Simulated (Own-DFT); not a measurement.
# Response to strain: wurtzite AlGaN with randomly placed atoms, 72 atoms (Al27Ga9N36)

All numbers below are calculated, not measured. The program, named Own-DFT, is a retired in-house plane-wave density functional code that no person has reviewed. Each row is one single-point run on a periodic cell that was not relaxed, without spin or spin-orbit coupling.

Settings of every run: PBE; PseudoDojo norm-conserving scalar-relativistic files (stringent for Ga); cutoff 96 hartree; 4 x 4 x 3 k mesh centred on Gamma; Gaussian smearing of 0.01 eV.

Known limits: forces on such cells passed a denser k mesh, each cell not checked; stress not checked against mesh or cutoff.

Unstrained cell vectors in Å: (9.394, 0.000, 0.000); (-4.697, 8.135, 0.000); (0.000, 0.000, 10.066). The unstrained cell has measured lattice constants (interpolated for alloys), not those of this functional. That, the random moves and any unrelaxed bonds set the pressure at no strain. Each run strains this cell uniformly, with the atoms carried along. Every atom was also moved at random, by a Gaussian of width 0.05 Å on each axis. The random placing of the alloy's atoms differs from row to row. Strain is the symmetric tensor, in per cent. Stress is positive in tension, and the pressure is minus a third of its trace.

| run | e_xx (%) | e_yy (%) | e_zz (%) | s_xx (GPa) | s_yy (GPa) | s_zz (GPa) | P (GPa) | E (meV/atom) |
|---|---|---|---|---|---|---|---|---|
| 1 | -1.75 | -1.75 | 0.00 | -18.33 | -16.27 | -11.56 | 15.39 | 62.6 |
| 2 | 2.50 | 2.50 | 0.00 | 5.87 | 6.42 | -3.13 | -3.05 | 14.6 |
| 3 | 0.25 | 0.25 | 0.00 | -5.46 | -6.75 | -2.94 | 5.05 | 3.2 |
| 4 | -1.00 | -1.00 | 0.00 | -14.23 | -10.50 | -8.36 | 11.03 | 21.7 |
| 5 | 2.75 | 2.75 | 0.00 | 7.24 | 7.27 | -1.75 | -4.25 | 5.5 |
| 6 | -0.50 | -0.50 | 0.00 | -8.29 | -9.25 | -8.19 | 8.58 | 13.8 |
| 7 | -2.75 | -2.75 | 0.00 | -24.30 | -26.61 | -12.21 | 21.04 | 97.4 |
| 8 | 0.50 | 0.50 | 0.00 | -2.93 | -4.04 | -5.00 | 3.99 | 0.0 |
| 9 | -1.50 | -1.50 | 0.00 | ? | ? | ? | ? | ? |

E is the free energy for each atom above the lowest run shown.

## Worked fit

The change of volume is close to e_xx + e_yy + e_zz. A straight line through the runs shown gives P = 7.29 - 223 x (fractional change of volume) GPa, with an error of 12 on the slope and a scatter of 1.18 GPa. The strain isn't the same on all axes and the cell isn't cubic, so the slope belongs to this path and is not the bulk modulus.

## Withheld run

Question: what pressure should run 9 give? Its volume changes by -2.98 %.

The line gives 13.9 GPa. The calculation gave 12.74 GPa.
